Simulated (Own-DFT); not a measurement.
Si3Ge (diamond-structure random alloy, atoms displaced) (calculated)

A calculation, not a measurement: plane-wave density functional theory by an unreviewed code, no spin, of a simulated periodic cell, stress positive in tension, run twice, with PBE and with PBEsol, both on files made for PBE, so the change isn't that of files made for PBEsol, forces on such cells passed a denser k mesh, this cell's mesh not checked; the far tail of each file's local potential was reset to the Coulomb form; each entry is a single point on an unrelaxed cell, so the pressure reflects the starting lattice, mostly measured values (interpolated for alloys), from which strain is counted, and rises with the displacements; printed positions are rounded, which can move forces by about a meV/angstrom; the program, named Own-DFT, is a retired in-house code; no spin-orbit coupling; stress was not checked against mesh or cutoff. Program: Own-DFT development build.

Settings shared by all entries: functional PBE, then PBEsol; potential files PseudoDojo norm-conserving, scalar-relativistic, standard set; wave cutoff 42 hartree; occupations Fermi-Dirac; smearing width 0.1 eV; k mesh 3 x 3 x 3 centred on Gamma.

(1) Si3Ge (diamond-structure random alloy, atoms displaced)

```
cell vectors (Å)
  10.9755     0.0000     0.0000
   0.0000    10.9755     0.0000
   0.0000     0.0000    10.9755
atoms (fractions of the cell vectors)
Ge  0.99646  0.00202  0.99648
Si  0.99133  0.25584  0.25233
Ge  0.24997  0.00121  0.25057
Si  0.24941  0.24694  0.00177
Ge  0.12066  0.11819  0.12286
Si  0.12788  0.37415  0.36851
Si  0.37489  0.13585  0.36992
Si  0.37282  0.37883  0.12481
Si  0.00834  0.00231  0.49476
Si  0.00265  0.24505  0.74521
Ge  0.25447  0.00976  0.74851
Si  0.25069  0.26500  0.50413
Ge  0.12898  0.12443  0.62408
Si  0.12239  0.38055  0.86736
Ge  0.37759  0.13287  0.86781
Ge  0.37702  0.36757  0.61826
Si  0.00453  0.50628  0.00312
Si  0.99682  0.76764  0.25330
Si  0.25025  0.51011  0.24792
Si  0.24668  0.74846  0.99943
Ge  0.12384  0.62449  0.12296
Si  0.12800  0.88449  0.38008
Si  0.37287  0.62582  0.37347
Si  0.37341  0.87273  0.13331
Si  0.00174  0.49740  0.49672
Si  0.99012  0.74757  0.74822
Si  0.24974  0.50340  0.74535
Si  0.24838  0.74972  0.51079
Si  0.12713  0.61027  0.61491
Si  0.13131  0.86906  0.88144
Si  0.38703  0.62023  0.87631
Si  0.36816  0.87723  0.62681
Si  0.49965  0.98856  0.99696
Si  0.48700  0.24775  0.25254
Ge  0.74628  0.99469  0.25418
Si  0.75389  0.24890  0.00175
Si  0.62643  0.10935  0.13005
Ge  0.63685  0.37945  0.37137
Si  0.86952  0.11527  0.38335
Si  0.87102  0.37088  0.12276
Si  0.50331  0.00661  0.50147
Si  0.50305  0.25449  0.74928
Si  0.75582  0.99693  0.74641
Si  0.75338  0.25235  0.49771
Ge  0.62764  0.12240  0.62445
Si  0.62237  0.36522  0.87316
Ge  0.86866  0.12324  0.87570
Si  0.87319  0.37494  0.63125
Si  0.50742  0.49265  0.99094
Si  0.50226  0.75189  0.24535
Si  0.75146  0.50194  0.25346
Ge  0.75357  0.75669  0.00373
Ge  0.62126  0.61875  0.13229
Si  0.61429  0.87170  0.37500
Si  0.88427  0.62280  0.37439
Si  0.87814  0.87235  0.12180
Si  0.50217  0.50188  0.50863
Si  0.49217  0.73858  0.74370
Ge  0.74789  0.49812  0.74809
Si  0.75422  0.75408  0.49632
Si  0.62246  0.62856  0.63063
Si  0.62646  0.87534  0.88383
Ge  0.87603  0.63036  0.87262
Si  0.86812  0.87472  0.62234
```

- PBE pressure: 3.03 GPa
- PBE stress xx: -3.11 GPa
- PBE stress yy: -2.89 GPa
- PBE stress zz: -3.11 GPa
- PBE stress yz: -0.17 GPa
- PBE stress xz: -1.2 GPa
- PBE stress xy: -0.03 GPa
- PBEsol pressure: 1.24 GPa
- PBEsol stress xx: -1.31 GPa
- PBEsol stress yy: -1.09 GPa
- PBEsol stress zz: -1.31 GPa
- PBEsol stress yz: -0.18 GPa
- PBEsol stress xz: -1.19 GPa
- PBEsol stress xy: -0.02 GPa
- rms change of force components from PBE to PBEsol: 0.05 eV/Å

Force:
```tsv
force element	PBE force x (eV/Å)	PBE force y (eV/Å)	PBE force z (eV/Å)	PBEsol force x (eV/Å)	PBEsol force y (eV/Å)	PBEsol force z (eV/Å)
Ge	0.342	-1.418	-0.132	0.33	-1.299	-0.121
Si	0.335	-1.391	0.239	0.353	-1.414	0.216
Ge	0.499	0.238	0.467	0.439	0.273	0.409
Si	-0.368	1.093	-0.397	-0.37	0.987	-0.396
Ge	-0.079	1.692	0.563	-0.08	1.562	0.541
Si	-0.302	0.654	0.095	-0.287	0.637	0.079
Si	-1.11	-1.211	2.269	-1.167	-1.262	2.232
Si	0.026	-0.12	-0.345	0.028	-0.106	-0.34
Si	-1.44	-0.164	1.139	-1.378	-0.113	1.19
Si	-0.605	0.883	0.829	-0.583	0.77	0.812
Ge	-0.575	-1.886	0.805	-0.562	-1.738	0.783
Si	-1.129	-2.339	-2.055	-1.093	-2.293	-1.916
Ge	-0.393	0.895	-1.016	-0.328	0.831	-0.939
Si	0.293	-0.63	0.749	0.283	-0.63	0.736
Ge	0.712	-0.234	1.69	0.642	-0.275	1.596
Ge	0.859	1.934	1.776	0.849	1.883	1.741
Si	-1.239	-1.555	-0.984	-1.215	-1.434	-0.951
Si	0.9	-1.489	0.325	0.927	-1.491	0.303
Si	0.197	-1.226	0.288	0.135	-1.157	0.228
Si	1.835	-0.456	0.39	1.779	-0.51	0.446
Ge	-0.229	1.42	1.014	-0.225	1.388	0.985
Si	0.366	-1.669	-0.106	0.438	-1.615	-0.164
Si	0.657	0.579	0.848	0.659	0.574	0.847
Si	-0.023	-0.241	-1.521	-0.088	-0.181	-1.452
Si	-0.329	-1.045	-0.143	-0.342	-1.057	-0.145
Si	2.171	0.645	-1.089	2.095	0.591	-1.02
Si	0.787	-0.546	0.669	0.838	-0.566	0.629
Si	-0.2	-0.043	-1.466	-0.199	-0.038	-1.444
Si	-0.613	1.792	1.149	-0.61	1.759	1.132
Si	-1.18	0.776	-1.698	-1.189	0.852	-1.686
Si	-1.846	0.114	-0.026	-1.828	0.105	-0.005
Si	1.333	-0.085	-0.311	1.28	-0.014	-0.258
Si	-0.663	1.251	0.847	-0.716	1.279	0.806
Si	2.589	1.196	-1.654	2.614	1.235	-1.627
Ge	0.731	-0.805	0.184	0.715	-0.792	0.182
Si	-1.646	-0.585	0.373	-1.583	-0.638	0.317
Si	-1.252	1.941	-1.071	-1.181	1.863	-1.003
Ge	-2.132	-0.881	0.798	-2.082	-0.866	0.784
Si	0.729	1.283	-0.627	0.667	1.206	-0.67
Si	0.563	1.488	0.133	0.555	1.482	0.122
Si	-1.524	-0.877	-0.782	-1.458	-0.803	-0.717
Si	0.036	-0.778	-0.731	-0.035	-0.816	-0.79
Si	-1.303	-0.294	0.763	-1.287	-0.193	0.775
Si	0.298	-0.306	0.652	0.2	-0.278	0.634
Ge	0.443	0.834	0.394	0.431	0.819	0.388
Si	1.284	0.468	0.394	1.331	0.493	0.349
Ge	0.587	0.646	-1.004	0.623	0.585	-0.935
Si	0.849	-0.535	-1.276	0.786	-0.473	-1.2
Si	-0.626	-0.089	1.247	-0.569	-0.047	1.281
Si	-1.053	-0.538	0.963	-0.975	-0.588	0.887
Si	1.442	0.257	-0.835	1.326	0.252	-0.817
Ge	-0.781	-1.22	0.092	-0.752	-1.252	0.074
Ge	0.489	0.23	-1.158	0.503	0.25	-1.156
Si	0.789	0.081	0.646	0.819	0.12	0.604
Si	-0.593	0.94	-0.152	-0.578	0.924	-0.158
Si	-0.189	1.189	0.759	-0.243	1.213	0.666
Si	0.229	0.332	-1.426	0.209	0.238	-1.4
Si	0.585	2.169	0.935	0.561	2.164	0.917
Ge	-0.44	0.091	0.713	-0.398	0.129	0.732
Si	-1.055	-1.01	-0.189	-1.042	-1.003	-0.208
Si	0.814	-0.038	-1.339	0.88	-0.084	-1.281
Si	-0.183	-0.587	-2.311	-0.113	-0.645	-2.253
Ge	-0.327	-1.059	0.953	-0.392	-1.036	0.945
Si	1.659	0.239	-0.309	1.649	0.243	-0.319
```

(2) Si3Ge (diamond-structure random alloy, atoms displaced)

```
cell vectors (Å)
  10.9755     0.0000     0.0000
   0.0000    10.9755     0.0000
   0.0000     0.0000    10.9755
atoms (fractions of the cell vectors)
Si  0.99642  0.00019  0.00284
Si  0.99573  0.25055  0.24783
Ge  0.24003  0.99189  0.26086
Si  0.24580  0.25330  0.99072
Si  0.12441  0.12358  0.12430
Si  0.12241  0.37099  0.37680
Si  0.37175  0.12030  0.36411
Si  0.37286  0.37387  0.12825
Si  0.99649  0.99338  0.49445
Si  0.00162  0.24413  0.75172
Si  0.25268  0.00144  0.74370
Ge  0.26227  0.24689  0.49344
Ge  0.13171  0.12482  0.62939
Si  0.12745  0.37735  0.87584
Si  0.36527  0.13318  0.87603
Ge  0.37500  0.37911  0.63242
Ge  0.99099  0.50889  0.00118
Si  0.00312  0.74852  0.24225
Si  0.24309  0.50759  0.26032
Ge  0.25151  0.74854  0.99329
Si  0.12674  0.61668  0.12457
Si  0.12442  0.87889  0.37593
Si  0.37689  0.63023  0.38057
Si  0.37711  0.88725  0.12337
Si  0.99954  0.50058  0.50157
Si  0.00109  0.74846  0.75778
Si  0.24865  0.50061  0.75400
Si  0.24072  0.75498  0.50555
Ge  0.11891  0.61758  0.61973
Si  0.12984  0.87112  0.87322
Si  0.38311  0.63464  0.87794
Ge  0.38182  0.88119  0.62096
Si  0.50768  0.01029  0.99901
Ge  0.49862  0.25714  0.24014
Si  0.75884  0.00891  0.24822
Si  0.74997  0.25428  0.99852
Si  0.61928  0.13423  0.11439
Si  0.62208  0.37691  0.37751
Si  0.87887  0.12408  0.36923
Ge  0.87812  0.37567  0.10912
Ge  0.50149  0.00555  0.50051
Si  0.49255  0.25115  0.74131
Si  0.74560  0.01280  0.75946
Ge  0.74898  0.24820  0.50049
Si  0.62695  0.12314  0.62786
Si  0.62029  0.37401  0.88398
Ge  0.87910  0.11645  0.86456
Si  0.87972  0.37829  0.63039
Si  0.50157  0.49281  0.00230
Si  0.50587  0.75094  0.25961
Ge  0.73601  0.49721  0.25040
Si  0.75455  0.74746  0.00331
Si  0.63140  0.63244  0.11821
Si  0.61350  0.87480  0.37799
Si  0.87407  0.62449  0.38035
Si  0.88483  0.87818  0.12686
Si  0.50256  0.49678  0.49983
Si  0.49702  0.74910  0.74716
Si  0.74561  0.49900  0.75163
Ge  0.75157  0.75102  0.49890
Si  0.62297  0.62334  0.62085
Si  0.62873  0.87371  0.88183
Ge  0.87562  0.62790  0.88331
Si  0.86963  0.86859  0.63065
```

- PBE pressure: 3.05 GPa
- PBE stress xx: -3.12 GPa
- PBE stress yy: -3.13 GPa
- PBE stress zz: -2.91 GPa
- PBE stress yz: 0.66 GPa
- PBE stress xz: -0.11 GPa
- PBE stress xy: -0.2 GPa
- PBEsol pressure: 1.25 GPa
- PBEsol stress xx: -1.31 GPa
- PBEsol stress yy: -1.34 GPa
- PBEsol stress zz: -1.11 GPa
- PBEsol stress yz: 0.64 GPa
- PBEsol stress xz: -0.11 GPa
- PBEsol stress xy: -0.2 GPa
- rms change of force components from PBE to PBEsol: 0.052 eV/Å

Force:
```tsv
force element	PBE force x (eV/Å)	PBE force y (eV/Å)	PBE force z (eV/Å)	PBEsol force x (eV/Å)	PBEsol force y (eV/Å)	PBEsol force z (eV/Å)
Si	1.346	-0.329	-0.723	1.285	-0.273	-0.779
Si	0.754	0.162	-0.432	0.701	0.211	-0.479
Ge	1.351	1.338	-2.416	1.321	1.313	-2.358
Si	0.048	0.061	2.062	0.045	0.067	2.055
Si	-0.162	0.513	-0.021	-0.109	0.467	0.025
Si	-0.139	0.318	-0.113	-0.092	0.262	-0.066
Si	1.128	0.483	0.205	1.105	0.469	0.203
Si	-1.669	1.365	-0.853	-1.606	1.292	-0.781
Si	-0.239	0.531	1.186	-0.214	0.558	1.213
Si	0.544	1.464	-0.296	0.535	1.343	-0.285
Si	0.262	-0.63	1.715	0.26	-0.618	1.586
Ge	-0.9	0.481	0.388	-0.882	0.473	0.457
Ge	-1.026	-0.045	-1.518	-0.959	-0.013	-1.513
Si	-1.272	0.181	-0.394	-1.321	0.224	-0.358
Si	1.383	-1.115	-0.985	1.371	-1.107	-0.977
Ge	-0.268	0.564	-1.222	-0.293	0.511	-1.233
Ge	2.784	-0.989	-0.225	2.604	-0.965	-0.227
Si	0.221	-0.311	1.193	0.222	-0.318	1.179
Si	0.931	-0.978	-0.324	0.925	-0.968	-0.3
Ge	0.168	0.329	1.612	0.156	0.319	1.57
Si	0.132	1.162	0.122	0.116	1.137	0.011
Si	-1.635	-2.342	0.83	-1.551	-2.256	0.751
Si	-0.482	-0.117	0.215	-0.474	-0.108	0.227
Si	0.368	-1.057	0.481	0.29	-1.038	0.486
Si	-0.795	-1.16	-1.008	-0.726	-1.091	-0.947
Si	-0.051	0.261	-0.903	-0.057	0.158	-0.883
Si	0.334	0.894	0.367	0.338	0.893	0.274
Si	1.027	-0.154	-0.59	1.01	-0.159	-0.492
Ge	0.757	1.065	1.518	0.741	1.042	1.488
Si	-0.673	1.317	-0.321	-0.607	1.261	-0.264
Si	-0.152	-2.057	-0.467	-0.202	-1.986	-0.401
Ge	-1.223	-0.995	0.667	-1.148	-0.917	0.602
Si	-1.565	-0.798	-0.796	-1.553	-0.79	-0.813
Ge	0.318	-1.027	1.431	0.314	-1.003	1.399
Si	-1.88	-1.028	-0.59	-1.88	-1.02	-0.591
Si	-0.081	-1.094	-1.022	0.027	-1.064	-0.993
Si	1.955	-0.223	1.219	1.889	-0.163	1.274
Si	-0.431	-0.879	0.1	-0.363	-0.921	0.041
Si	0.049	0.314	0.904	0.02	0.36	0.951
Ge	-1.069	-0.724	2.605	-1.013	-0.619	2.513
Ge	0.139	0.684	-0.874	0.083	0.615	-0.805
Si	1.297	-0.789	1.864	1.225	-0.726	1.776
Si	-0.84	-2.93	-1.577	-0.764	-2.835	-1.489
Ge	0.682	0.3	-0.004	0.657	0.292	-0.009
Si	-0.49	0.793	0.211	-0.491	0.787	0.103
Si	0.343	-0.452	-1.88	0.336	-0.457	-1.869
Ge	0.358	1.621	2.207	0.364	1.586	2.157
Si	-0.426	-0.384	0.038	-0.453	-0.415	0.008
Si	-0.577	1.627	0.469	-0.579	1.607	0.483
Si	-1.122	-0.246	-2.122	-1.114	-0.266	-2.109
Ge	1.783	0.686	-0.453	1.758	0.65	-0.47
Si	0.205	1.85	0.317	0.283	1.782	0.256
Si	-1.69	-0.801	1.054	-1.639	-0.845	1.08
Si	2.442	0.916	-0.34	2.417	0.94	-0.233
Si	0.392	-0.263	-1.353	0.302	-0.242	-1.329
Si	-1.407	-0.371	0.07	-1.396	-0.368	0.075
Si	-0.677	0.674	0.15	-0.725	0.617	0.189
Si	1.272	0.418	0.119	1.218	0.478	0.054
Si	-0.059	-0.009	0.275	-0.026	0.027	0.316
Ge	-0.828	0.115	0.093	-0.817	0.109	0.088
Si	0.206	-0.033	0.589	0.253	0.021	0.535
Si	-0.371	0.117	-0.642	-0.367	0.096	-0.636
Ge	-1.269	0.424	-2.29	-1.178	0.352	-2.174
Si	0.489	1.298	0.479	0.43	1.236	0.436
```
